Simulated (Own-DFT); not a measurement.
Simulation results for GaN (wurtzite, atoms displaced)

A calculation, not a measurement: plane-wave PBE density functional theory by an unreviewed code, no spin, of a simulated periodic cell, stress positive in tension, free energy of the whole cell less one offset for each atom, forces on such cells passed a denser k mesh, this cell's mesh not checked; offsets are fitted by least squares, one for each functional and potential file, so energies compare only between cells with the same atoms and settings and are not formation energies; the far tail of each file's local potential was reset to the Coulomb form; each entry is a single point on an unrelaxed cell, so the pressure reflects the starting lattice, mostly measured values (interpolated for alloys), from which strain is counted, and rises with the displacements; printed positions are rounded, which can move forces by about a meV/angstrom; the program, named Own-DFT, is a retired in-house code; no spin-orbit coupling. Program: Own-DFT development build.

Settings shared by all entries: functional PBE; potential files PseudoDojo norm-conserving, scalar-relativistic, standard set with the stringent files for Ga; wave cutoff 96 hartree; occupations Gaussian; smearing width 0.01 eV; k mesh 3 x 4 x 3 centred on Gamma.

(1) GaN (wurtzite, atoms displaced)

```
cell vectors (Å)
  12.7560     0.0000     0.0000
  -4.7835     8.2853     0.0000
   0.0000     0.0000    10.3700
atoms (fractions of the cell vectors)
Ga  0.08247  0.22229  0.00385
Ga  0.16642  0.10971  0.25123
N   0.08411  0.22216  0.18522
N   0.16975  0.11232  0.43502
Ga  0.08738  0.22354  0.50154
Ga  0.16746  0.10943  0.75023
N   0.08412  0.22145  0.69012
N   0.16617  0.11238  0.94135
Ga  0.07930  0.55648  0.99821
Ga  0.16880  0.44563  0.24905
N   0.08268  0.55341  0.18872
N   0.16287  0.44463  0.43810
Ga  0.08364  0.55436  0.50207
Ga  0.16443  0.44418  0.74890
N   0.08368  0.55567  0.68670
N   0.16291  0.44280  0.93684
Ga  0.08257  0.88883  0.00139
Ga  0.16595  0.77652  0.24877
N   0.08957  0.89387  0.18838
N   0.16644  0.77526  0.44004
Ga  0.08233  0.88861  0.50537
Ga  0.16480  0.77536  0.74963
N   0.08137  0.88717  0.68851
N   0.16681  0.77757  0.94049
Ga  0.33714  0.22563  0.99914
Ga  0.41646  0.11140  0.24912
N   0.33218  0.22416  0.19201
N   0.41320  0.10934  0.43868
Ga  0.33455  0.22253  0.50389
Ga  0.41780  0.10998  0.74977
N   0.33431  0.22548  0.68803
N   0.41680  0.11320  0.93821
Ga  0.32918  0.55037  0.99784
Ga  0.41365  0.44281  0.24947
N   0.33227  0.55821  0.19031
N   0.41700  0.44340  0.43755
Ga  0.33391  0.55806  0.49491
Ga  0.41642  0.44160  0.74827
N   0.33361  0.55528  0.68739
N   0.41698  0.44542  0.93729
Ga  0.33457  0.88927  0.99849
Ga  0.42076  0.77846  0.25234
N   0.33325  0.88892  0.19142
N   0.41781  0.77704  0.43806
Ga  0.33178  0.88807  0.49859
Ga  0.42000  0.78026  0.75243
N   0.33502  0.89275  0.68970
N   0.41674  0.78074  0.93715
Ga  0.58582  0.22194  0.99856
Ga  0.66799  0.11382  0.24929
N   0.58114  0.21852  0.18692
N   0.66511  0.11172  0.44041
Ga  0.58059  0.21888  0.50128
Ga  0.66669  0.11223  0.75001
N   0.58214  0.22184  0.68878
N   0.66635  0.11038  0.94183
Ga  0.58716  0.56273  0.00263
Ga  0.66784  0.44919  0.25247
N   0.58364  0.55795  0.18527
N   0.66534  0.44351  0.43837
Ga  0.58254  0.55935  0.49914
Ga  0.66599  0.44457  0.74905
N   0.58511  0.55370  0.69066
N   0.66754  0.44358  0.93933
Ga  0.58312  0.88816  0.00168
Ga  0.66863  0.78141  0.25269
N   0.58594  0.89130  0.19177
N   0.66636  0.78084  0.44386
Ga  0.58710  0.88999  0.49838
Ga  0.66314  0.77883  0.74708
N   0.58195  0.88632  0.68955
N   0.66970  0.77879  0.93527
Ga  0.82995  0.21981  0.99964
Ga  0.91386  0.10994  0.25370
N   0.83280  0.22336  0.18752
N   0.91745  0.11087  0.43608
Ga  0.83088  0.21957  0.49959
Ga  0.91814  0.11204  0.75234
N   0.83272  0.21765  0.68751
N   0.91808  0.11318  0.94062
Ga  0.83402  0.55812  0.00181
Ga  0.91437  0.44523  0.24695
N   0.83382  0.55784  0.18655
N   0.91648  0.44462  0.44055
Ga  0.83708  0.55597  0.50023
Ga  0.91706  0.44194  0.75356
N   0.83454  0.55357  0.69084
N   0.91763  0.44517  0.93724
Ga  0.83740  0.89219  0.00024
Ga  0.91344  0.77298  0.24997
N   0.83356  0.88924  0.19201
N   0.91605  0.77878  0.43345
Ga  0.83389  0.89130  0.50112
Ga  0.91594  0.77399  0.74530
N   0.83225  0.88436  0.68445
N   0.91853  0.77792  0.93962
```

Results for GaN (wurtzite, atoms displaced): free energy of cell above offsets -10.205 eV; pressure 5.46 GPa; stress xx -5.09 GPa; stress yy -5.32 GPa; stress zz -5.99 GPa; stress yz -0.04 GPa; stress xz 0.03 GPa; stress xy 0.26 GPa.

Force:
| element | x (eV/Å) | y (eV/Å) | z (eV/Å) |
| --- | --- | --- | --- |
| Ga | 0.261 | 0.183 | -0.76 |
| Ga | -0.155 | 0.339 | -0.43 |
| N | -0.356 | -0.075 | 1.263 |
| N | -0.377 | -0.237 | 1.161 |
| Ga | -0.382 | -0.164 | -0.313 |
| Ga | -0.163 | 0.274 | 0.594 |
| N | -0.068 | -0.108 | -0.278 |
| N | 0.368 | -0.051 | -0.515 |
| Ga | 1.024 | -0.037 | 0.547 |
| Ga | -0.727 | -0.424 | 0.112 |
| N | -0.336 | 0.112 | -0.234 |
| N | 0.963 | -0.189 | -0.077 |
| Ga | -0.42 | 0.15 | -0.526 |
| Ga | 0.75 | 0.116 | 0.103 |
| N | -0.315 | -0.159 | 0.53 |
| N | 0.047 | 0.203 | 0.167 |
| Ga | 0.451 | 0.391 | -0.023 |
| Ga | 0.234 | -0.041 | 0.346 |
| N | -1.039 | -0.979 | 0.077 |
| N | -0.486 | 0.164 | -0.08 |
| Ga | 0.252 | 0.063 | -1.464 |
| Ga | 0.472 | 0.369 | 0.283 |
| N | 0.332 | 0.178 | 0.344 |
| N | -0.141 | 0.144 | -0.511 |
| Ga | -0.627 | -0.271 | 0.492 |
| Ga | -0.259 | -0.032 | 0.155 |
| N | 0.455 | -0.162 | -0.776 |
| N | 0.557 | 0.148 | 0.029 |
| Ga | -0.174 | 0.055 | -0.782 |
| Ga | -0.528 | 0.308 | 0.218 |
| N | 0.172 | -0.885 | 0.32 |
| N | 0.435 | -0.189 | -0.038 |
| Ga | 0.031 | 0.562 | 0.122 |
| Ga | 0.388 | 0.341 | -0.038 |
| N | 0.574 | -0.065 | -0.564 |
| N | -0.216 | 0.23 | 0.097 |
| Ga | -0.1 | -0.534 | 0.773 |
| Ga | -0.214 | 0.794 | 0.264 |
| N | -0.114 | 0.163 | -0.068 |
| N | 0.208 | 0.323 | 0.172 |
| Ga | -0.406 | 0.168 | 0.628 |
| Ga | -0.826 | 0.246 | -0.387 |
| N | 0.424 | -0.147 | -0.488 |
| N | 0.024 | 0.544 | 0.239 |
| Ga | 0.297 | -0.052 | 0.248 |
| Ga | -0.797 | -0.611 | -0.619 |
| N | -0.099 | -0.762 | -0.23 |
| N | 0.487 | -0.553 | 0.58 |
| Ga | -0.804 | 0.232 | 0.327 |
| Ga | -0.368 | 0.001 | 0.273 |
| N | 0.219 | 0.834 | 0.273 |
| N | 0.228 | -0.109 | -0.386 |
| Ga | -0.285 | 0.361 | -0.304 |
| Ga | 0.063 | -0.28 | 0.116 |
| N | 0.402 | 0.062 | 0.047 |
| N | 0.056 | -0.273 | -0.798 |
| Ga | -0.072 | -0.791 | -0.927 |
| Ga | -0.248 | -0.819 | -0.487 |
| N | -0.093 | 0.122 | 1.113 |
| N | 0.171 | 0.278 | 0.348 |
| Ga | 0.448 | -0.631 | 0.4 |
| Ga | 0.436 | -0.021 | 0.42 |
| N | -0.698 | 0.323 | -0.599 |
| N | -0.136 | 0.277 | -0.098 |
| Ga | 0.229 | -0.265 | -0.036 |
| Ga | -0.05 | -0.472 | -0.042 |
| N | 0.023 | -0.107 | -0.41 |
| N | 0.706 | -0.319 | -0.918 |
| Ga | -1.298 | 0.165 | 0.562 |
| Ga | 1.144 | -0.424 | 0.338 |
| N | -0.081 | 0.879 | -0.471 |
| N | -0.319 | 0.52 | 0.386 |
| Ga | 0.679 | 0.411 | 0.108 |
| Ga | 0.674 | 0.513 | -0.872 |
| N | 0.074 | -0.068 | 0.12 |
| N | -0.089 | 0.268 | 0.885 |
| Ga | 0.416 | 0.399 | -0.041 |
| Ga | 0.084 | -0.624 | -0.255 |
| N | -0.131 | 0.376 | 0.329 |
| N | -0.362 | -0.152 | -0.248 |
| Ga | -0.082 | -0.308 | -0.751 |
| Ga | 0.715 | -0.019 | 0.681 |
| N | -0.141 | -0.451 | 0.277 |
| N | 0.169 | -0.355 | -0.586 |
| Ga | -0.837 | 0.005 | 0.103 |
| Ga | -0.087 | -0.038 | -0.804 |
| N | -0.063 | -0.272 | -0.447 |
| N | -0.69 | -0.452 | 0.482 |
| Ga | -0.322 | -0.327 | 0.089 |
| Ga | 0.775 | 1.203 | -0.294 |
| N | 0.034 | -0.019 | -0.566 |
| N | 0.174 | -0.132 | 1.108 |
| Ga | 0.365 | -0.158 | -0.461 |
| Ga | -0.46 | 0.217 | 0.927 |
| N | -0.136 | 0.543 | 0.895 |
| N | -0.31 | 0.055 | -0.471 |

(2) GaN (wurtzite, atoms displaced)

```
cell vectors (Å)
  12.7560     0.0000     0.0000
  -4.7835     8.2853     0.0000
   0.0000     0.0000    10.3700
atoms (fractions of the cell vectors)
Ga  0.08188  0.22395  0.00541
Ga  0.16653  0.11467  0.24754
N   0.08418  0.22348  0.18831
N   0.16826  0.11122  0.43834
Ga  0.08096  0.21665  0.49816
Ga  0.16490  0.11145  0.75089
N   0.08374  0.22037  0.68774
N   0.17035  0.11250  0.93878
Ga  0.08220  0.55332  0.99781
Ga  0.16321  0.44170  0.25219
N   0.08260  0.55895  0.18819
N   0.16862  0.44866  0.43706
Ga  0.08332  0.55532  0.49907
Ga  0.16756  0.44356  0.75128
N   0.08602  0.55854  0.68836
N   0.16656  0.44586  0.93584
Ga  0.08367  0.88669  0.00095
Ga  0.16792  0.77798  0.24965
N   0.08557  0.88980  0.18915
N   0.16601  0.77653  0.43872
Ga  0.08310  0.88710  0.50010
Ga  0.16809  0.78023  0.75109
N   0.07943  0.88655  0.68689
N   0.16453  0.77738  0.93857
Ga  0.33222  0.22037  0.99809
Ga  0.41448  0.10782  0.24801
N   0.33174  0.22215  0.18774
N   0.41416  0.10972  0.43526
Ga  0.33680  0.22425  0.50012
Ga  0.41576  0.10982  0.74819
N   0.33236  0.22381  0.68774
N   0.41631  0.10742  0.93982
Ga  0.33214  0.55479  0.00052
Ga  0.42033  0.44622  0.24878
N   0.33494  0.55776  0.19063
N   0.42067  0.44706  0.44092
Ga  0.33401  0.55624  0.49656
Ga  0.41626  0.44463  0.75132
N   0.33444  0.55586  0.68783
N   0.41447  0.44126  0.94112
Ga  0.33064  0.88521  0.99842
Ga  0.41772  0.77619  0.25333
N   0.33489  0.88869  0.18813
N   0.41649  0.77985  0.43925
Ga  0.33319  0.89105  0.49911
Ga  0.41866  0.77855  0.74864
N   0.33458  0.88931  0.69003
N   0.41507  0.77810  0.93739
Ga  0.58254  0.22280  0.99870
Ga  0.66761  0.11082  0.25355
N   0.58535  0.22224  0.18610
N   0.66282  0.10947  0.44006
Ga  0.58550  0.22329  0.50284
Ga  0.66612  0.11081  0.74920
N   0.58187  0.21940  0.69042
N   0.66905  0.11501  0.94099
Ga  0.58228  0.55747  0.00146
Ga  0.66723  0.44368  0.24960
N   0.58431  0.55777  0.18621
N   0.66463  0.44498  0.44056
Ga  0.58222  0.55781  0.50096
Ga  0.66573  0.44354  0.74642
N   0.58456  0.55584  0.69237
N   0.66691  0.44490  0.93725
Ga  0.58098  0.88682  0.99992
Ga  0.66836  0.78060  0.24933
N   0.58231  0.88703  0.18741
N   0.66764  0.77910  0.43930
Ga  0.58325  0.88900  0.49918
Ga  0.66640  0.77732  0.75120
N   0.58170  0.89063  0.68965
N   0.66466  0.77832  0.93566
Ga  0.83129  0.22091  0.00132
Ga  0.92047  0.11502  0.24797
N   0.83376  0.22323  0.18709
N   0.91435  0.11260  0.43790
Ga  0.83119  0.21714  0.49732
Ga  0.91545  0.11158  0.74982
N   0.83347  0.22272  0.68992
N   0.91550  0.11005  0.93859
Ga  0.83651  0.55549  0.00283
Ga  0.91748  0.44704  0.25001
N   0.83699  0.55903  0.18828
N   0.91697  0.44282  0.43869
Ga  0.83233  0.55514  0.49982
Ga  0.91821  0.44538  0.74952
N   0.83364  0.55987  0.68961
N   0.91453  0.44669  0.94231
Ga  0.83301  0.89134  0.00081
Ga  0.91723  0.77787  0.24567
N   0.83301  0.88950  0.18878
N   0.91848  0.77771  0.43465
Ga  0.83037  0.88301  0.49893
Ga  0.91450  0.77134  0.75285
N   0.83315  0.88882  0.68482
N   0.91548  0.77668  0.93664
```

Results for GaN (wurtzite, atoms displaced): free energy of cell above offsets -10.486 eV; pressure 5.36 GPa; stress xx -5.29 GPa; stress yy -5.14 GPa; stress zz -5.65 GPa; stress yz -0.31 GPa; stress xz 0.07 GPa; stress xy 0.02 GPa.

Force:
| element | x (eV/Å) | y (eV/Å) | z (eV/Å) |
| --- | --- | --- | --- |
| Ga | 0.518 | -0.232 | -1.448 |
| Ga | 0.7 | -0.586 | 0.596 |
| N | -0.168 | 0.124 | 0.22 |
| N | -0.176 | 0.07 | -0.244 |
| Ga | 0.142 | 0.638 | 0.285 |
| Ga | 0.32 | -0.399 | -0.143 |
| N | -0.565 | 0.323 | -0.035 |
| N | -1.228 | -0.357 | 0.118 |
| Ga | -0.189 | 0.304 | 0.304 |
| Ga | 0.356 | 1.031 | -0.357 |
| N | 0.536 | -0.561 | -0.21 |
| N | -0.068 | -0.888 | 0.312 |
| Ga | 0.004 | 0.052 | 0.285 |
| Ga | -0.043 | 0.05 | -0.768 |
| N | -0.125 | -0.353 | 0.104 |
| N | 0.009 | -0.396 | 0.74 |
| Ga | -0.469 | 0.455 | -0.148 |
| Ga | 0.065 | 0.238 | 0.194 |
| N | -0.339 | 0.185 | -0.207 |
| N | 0.133 | 0.115 | -0.109 |
| Ga | -0.081 | 0.216 | -0.137 |
| Ga | -0.285 | -0.011 | -0.345 |
| N | 0.533 | 0.226 | 0.427 |
| N | 0.333 | -0.284 | -0.071 |
| Ga | 0.585 | 0.031 | 0.381 |
| Ga | 0.215 | 0.542 | -0.156 |
| N | 0.364 | 0.228 | 0.014 |
| N | 0.69 | 0.359 | 0.446 |
| Ga | -0.539 | -0.118 | -0.073 |
| Ga | -0.296 | 0.166 | 0.541 |
| N | 0.317 | -0.262 | 0.177 |
| N | -0.288 | 0.226 | -0.396 |
| Ga | 0.156 | 0.185 | 0.152 |
| Ga | -0.468 | -0.298 | 0.208 |
| N | -0.303 | -0.624 | -0.156 |
| N | -0.631 | -0.211 | -0.67 |
| Ga | 0.052 | -0.042 | 0.544 |
| Ga | 0.097 | 0.003 | 0.055 |
| N | -0.115 | 0.021 | -0.14 |
| N | 0.022 | 0.48 | -0.307 |
| Ga | 0.145 | 0.288 | 0.311 |
| Ga | -0.336 | 0.303 | -0.474 |
| N | -0.082 | -0.374 | -0.076 |
| N | 0.232 | -0.097 | 0.134 |
| Ga | -0.094 | -0.244 | 0.278 |
| Ga | -0.485 | -0.31 | 0.2 |
| N | -0.22 | -0.071 | -0.434 |
| N | 0.251 | -0.345 | 0.022 |
| Ga | 0.177 | 0.13 | -0.032 |
| Ga | -0.251 | -0.06 | -0.793 |
| N | -0.316 | -0.038 | 0.593 |
| N | 0.597 | 0.136 | -0.108 |
| Ga | -0.928 | -0.136 | -0.331 |
| Ga | 0.212 | 0.117 | 0.654 |
| N | 0.036 | 0.349 | -0.357 |
| N | -0.4 | -0.789 | -0.564 |
| Ga | 0.459 | -0.333 | -0.732 |
| Ga | -0.046 | 0.082 | -0.058 |
| N | 0.419 | 0.037 | 0.583 |
| N | 0.316 | -0.026 | -0.269 |
| Ga | 0.504 | 0.064 | 0.463 |
| Ga | 0.254 | 0.022 | 0.853 |
| N | -0.491 | 0.009 | -0.66 |
| N | -0.056 | 0.238 | 0.16 |
| Ga | -0.058 | 0.54 | -0.146 |
| Ga | -0.196 | -0.269 | 0.106 |
| N | 0.181 | 0.325 | 0.378 |
| N | -0.46 | -0.184 | -0.389 |
| Ga | -0.138 | -0.204 | 0.444 |
| Ga | 0.062 | 0.325 | -0.469 |
| N | 0.731 | -0.152 | -0.429 |
| N | 0.272 | 0.097 | 0.688 |
| Ga | 0.18 | 0.313 | -0.24 |
| Ga | -0.83 | -0.509 | 0.393 |
| N | 0.149 | 0.004 | 0.597 |
| N | 0.713 | -0.674 | -0.366 |
| Ga | -0.279 | 0.728 | 0.611 |
| Ga | 0.43 | -0.292 | -0.145 |
| N | -0.19 | 0.089 | -0.452 |
| N | 0.159 | 0.436 | 0.117 |
| Ga | -1.319 | 0.169 | -0.447 |
| Ga | 0.089 | -0.276 | 0.11 |
| N | -0.578 | -0.49 | 0.237 |
| N | -0.386 | -0.106 | 0.04 |
| Ga | 0.277 | 0.198 | -0.037 |
| Ga | -0.233 | 0.161 | 0.175 |
| N | 0.335 | -1.271 | -0.538 |
| N | 1.038 | -0.645 | -0.839 |
| Ga | 0.044 | -0.585 | -0.324 |
| Ga | 0.148 | 0.364 | 0.529 |
| N | 0.27 | 0.317 | -0.133 |
| N | -0.427 | -0.131 | 0.144 |
| Ga | 0.677 | 0.672 | -0.035 |
| Ga | -0.334 | 1.266 | -0.451 |
| N | -0.014 | -0.106 | 0.662 |
| N | 0.022 | 0.293 | 0.869 |

(3) GaN (wurtzite, atoms displaced)

```
cell vectors (Å)
  12.7560     0.0000     0.0000
  -4.7835     8.2853     0.0000
   0.0000     0.0000    10.3700
atoms (fractions of the cell vectors)
Ga  0.08462  0.22127  0.00231
Ga  0.17041  0.11360  0.25111
N   0.08091  0.21999  0.18567
N   0.16602  0.11047  0.44044
Ga  0.08375  0.22692  0.50029
Ga  0.16630  0.11051  0.75097
N   0.08171  0.22434  0.68866
N   0.16545  0.10817  0.93975
Ga  0.08470  0.55298  0.00243
Ga  0.16513  0.44199  0.25066
N   0.08500  0.55882  0.19284
N   0.16436  0.43898  0.43943
Ga  0.08292  0.55299  0.49988
Ga  0.16804  0.44583  0.75065
N   0.08300  0.55685  0.69001
N   0.16434  0.44297  0.93614
Ga  0.08116  0.88363  0.00189
Ga  0.16790  0.77648  0.25215
N   0.07954  0.88775  0.18719
N   0.16868  0.77706  0.44349
Ga  0.08595  0.88859  0.50170
Ga  0.17043  0.78161  0.74858
N   0.08643  0.89218  0.68770
N   0.16588  0.77781  0.93868
Ga  0.33132  0.22215  0.00303
Ga  0.41419  0.11001  0.24845
N   0.33188  0.21804  0.18892
N   0.41722  0.11251  0.44064
Ga  0.33169  0.22538  0.49875
Ga  0.41663  0.11024  0.75526
N   0.32756  0.22312  0.68912
N   0.41726  0.11272  0.94178
Ga  0.33318  0.55326  0.00006
Ga  0.41688  0.44319  0.25211
N   0.33199  0.55646  0.18815
N   0.41671  0.44463  0.43886
Ga  0.33281  0.55865  0.50118
Ga  0.41585  0.44297  0.75203
N   0.33134  0.55407  0.68543
N   0.41781  0.44515  0.93695
Ga  0.33246  0.89070  0.00118
Ga  0.41627  0.77583  0.24989
N   0.33708  0.89641  0.18615
N   0.41800  0.77852  0.43772
Ga  0.33392  0.89125  0.50150
Ga  0.41780  0.78043  0.74563
N   0.33293  0.89038  0.68478
N   0.41791  0.77946  0.93815
Ga  0.58349  0.21892  0.00230
Ga  0.66778  0.11153  0.24839
N   0.58469  0.22387  0.18985
N   0.66664  0.10902  0.43882
Ga  0.58161  0.22268  0.50475
Ga  0.66584  0.11139  0.74717
N   0.58342  0.22321  0.69001
N   0.66724  0.11575  0.93898
Ga  0.58200  0.55275  0.99931
Ga  0.66785  0.44504  0.25186
N   0.58495  0.55547  0.18714
N   0.66999  0.44339  0.43752
Ga  0.58587  0.55705  0.50095
Ga  0.67046  0.44509  0.74905
N   0.58444  0.55687  0.68551
N   0.66327  0.44167  0.94069
Ga  0.58532  0.88924  0.00174
Ga  0.66616  0.77910  0.24663
N   0.58550  0.88886  0.18984
N   0.66708  0.77722  0.44076
Ga  0.58552  0.89410  0.49734
Ga  0.66606  0.78049  0.74749
N   0.58604  0.89157  0.68942
N   0.66602  0.77851  0.93884
Ga  0.83238  0.21840  0.99948
Ga  0.91516  0.11233  0.25216
N   0.82963  0.22422  0.18826
N   0.91985  0.11343  0.43599
Ga  0.83191  0.21609  0.50136
Ga  0.91486  0.11097  0.75218
N   0.83214  0.22130  0.69231
N   0.92011  0.11680  0.93990
Ga  0.83323  0.55111  0.00107
Ga  0.91882  0.44997  0.24847
N   0.83332  0.55580  0.19267
N   0.91645  0.44275  0.43901
Ga  0.83316  0.55957  0.49865
Ga  0.91693  0.44350  0.75243
N   0.83347  0.55544  0.69006
N   0.91777  0.44746  0.94121
Ga  0.83263  0.88658  0.00421
Ga  0.91596  0.77890  0.25102
N   0.83004  0.88780  0.18774
N   0.91107  0.77329  0.43777
Ga  0.83369  0.89007  0.49975
Ga  0.91413  0.78006  0.74948
N   0.83295  0.88601  0.68946
N   0.91662  0.77612  0.93821
```

The calculation gives: free energy of cell above offsets -10.195 eV; pressure 5.47 GPa; stress xx -5.27 GPa; stress yy -5.2 GPa; stress zz -5.95 GPa; stress yz 0.01 GPa; stress xz 0.17 GPa; stress xy -0.26 GPa.

Force:
| element | x (eV/Å) | y (eV/Å) | z (eV/Å) |
| --- | --- | --- | --- |
| Ga | -0.109 | 0.019 | -0.656 |
| Ga | -1.077 | -0.716 | 0.086 |
| N | 0.318 | 0.219 | 0.897 |
| N | -0.196 | 0.033 | -0.442 |
| Ga | 0.412 | -1.077 | 0.514 |
| Ga | -0.705 | 0.128 | 0.089 |
| N | 0.145 | -0.331 | 0.075 |
| N | 0.075 | 0.093 | 0.045 |
| Ga | -0.393 | 0.49 | -0.219 |
| Ga | 0.065 | -0.061 | 0.028 |
| N | 0.279 | -0.396 | -0.577 |
| N | 0.226 | 1.216 | -0.454 |
| Ga | -0.326 | -0.074 | 0.371 |
| Ga | -0.501 | -0.135 | -0.274 |
| N | 0.228 | 0.002 | -0.161 |
| N | 0.712 | 0.054 | 0.634 |
| Ga | -0.109 | 0.352 | -0.379 |
| Ga | -0.289 | 0.837 | 0.03 |
| N | 0.835 | 0.179 | 0.754 |
| N | -0.208 | -0.104 | -0.811 |
| Ga | -0.754 | -0.101 | -0.239 |
| Ga | -0.667 | -0.593 | 0.354 |
| N | -0.531 | -0.522 | 0.266 |
| N | 0.409 | -0.197 | -0.011 |
| Ga | 0.201 | -0.063 | -0.641 |
| Ga | 1.003 | 0.617 | 0.744 |
| N | -0.089 | 0.919 | 0.025 |
| N | -0.319 | 0.059 | -0.378 |
| Ga | 0.431 | -0.337 | 0.547 |
| Ga | -0.541 | 0.458 | -0.588 |
| N | 1.4 | -0.01 | -0.056 |
| N | -0.225 | -0.062 | -0.156 |
| Ga | -0.312 | 0.49 | -0.32 |
| Ga | 0.07 | 0.297 | -0.287 |
| N | 0.304 | -0.467 | 0.089 |
| N | -0.038 | 0.375 | -0.03 |
| Ga | 0.304 | -0.398 | -0.476 |
| Ga | 0.124 | 0.272 | -0.745 |
| N | 0.397 | 0.497 | 0.635 |
| N | -0.39 | -0.341 | 0.505 |
| Ga | 0.279 | -0.348 | -0.467 |
| Ga | -0.046 | 0.572 | -0.128 |
| N | -0.14 | -1.336 | 0.598 |
| N | -0.328 | 0.117 | 0.114 |
| Ga | 0.344 | 0.089 | -0.607 |
| Ga | 0.05 | -0.347 | 0.629 |
| N | 0.551 | 0.275 | 0.829 |
| N | -0.178 | -0.138 | -0.122 |
| Ga | -0.373 | 0.582 | 0.097 |
| Ga | -0.596 | 0.037 | 0.473 |
| N | -0.342 | -0.327 | 0.097 |
| N | -0.293 | 0.699 | -0.082 |
| Ga | 0.405 | 0.047 | -0.809 |
| Ga | 0.026 | 0.12 | 0.781 |
| N | -0.26 | -0.186 | 0.138 |
| N | 0.401 | -0.829 | -0.345 |
| Ga | 0.202 | 0.454 | 0.032 |
| Ga | -0.094 | -0.183 | -0.245 |
| N | -0.478 | -0.141 | 0.303 |
| N | -0.868 | -0.143 | 0.456 |
| Ga | -0.096 | -0.32 | -0.418 |
| Ga | -0.827 | 0.142 | 0.542 |
| N | -0.085 | -0.272 | 0.793 |
| N | 0.647 | 0.105 | -0.41 |
| Ga | -0.464 | 0.186 | -0.385 |
| Ga | 0.249 | -0.608 | 0.867 |
| N | -0.759 | 0.065 | -0.172 |
| N | -0.178 | 0.315 | -0.605 |
| Ga | 0.155 | -0.955 | 0.359 |
| Ga | 0.398 | -0.569 | 0.525 |
| N | -0.597 | -0.086 | -0.609 |
| N | 0.325 | -0.157 | -0.216 |
| Ga | -0.141 | 0.689 | 0.151 |
| Ga | -0.118 | -0.026 | -0.803 |
| N | 1.109 | 0.176 | -0.034 |
| N | -0.369 | -0.445 | 0.595 |
| Ga | -0.131 | 0.906 | -0.042 |
| Ga | 0.481 | -0.039 | 0.002 |
| N | 0.074 | 0.029 | -0.555 |
| N | -0.125 | -1.021 | 0.008 |
| Ga | -0.759 | 0.462 | 0.179 |
| Ga | -0.165 | -0.725 | 0.626 |
| N | -0.049 | 0.3 | -0.706 |
| N | -0.107 | -0.006 | 0.051 |
| Ga | 0.757 | -0.966 | 0.494 |
| Ga | -0.007 | 0.401 | -0.117 |
| N | 0.343 | 0.233 | -0.335 |
| N | 0.426 | -0.662 | -0.069 |
| Ga | 0.106 | 0.309 | -0.969 |
| Ga | -0.203 | -0.088 | -0.113 |
| N | 0.513 | 0.42 | 0.541 |
| N | 0.911 | 1.19 | 0.159 |
| Ga | 0.026 | 0.007 | 0.051 |
| Ga | 1.2 | -0.401 | 0.301 |
| N | -0.575 | 0.835 | -0.359 |
| N | -0.383 | -0.059 | 0.146 |
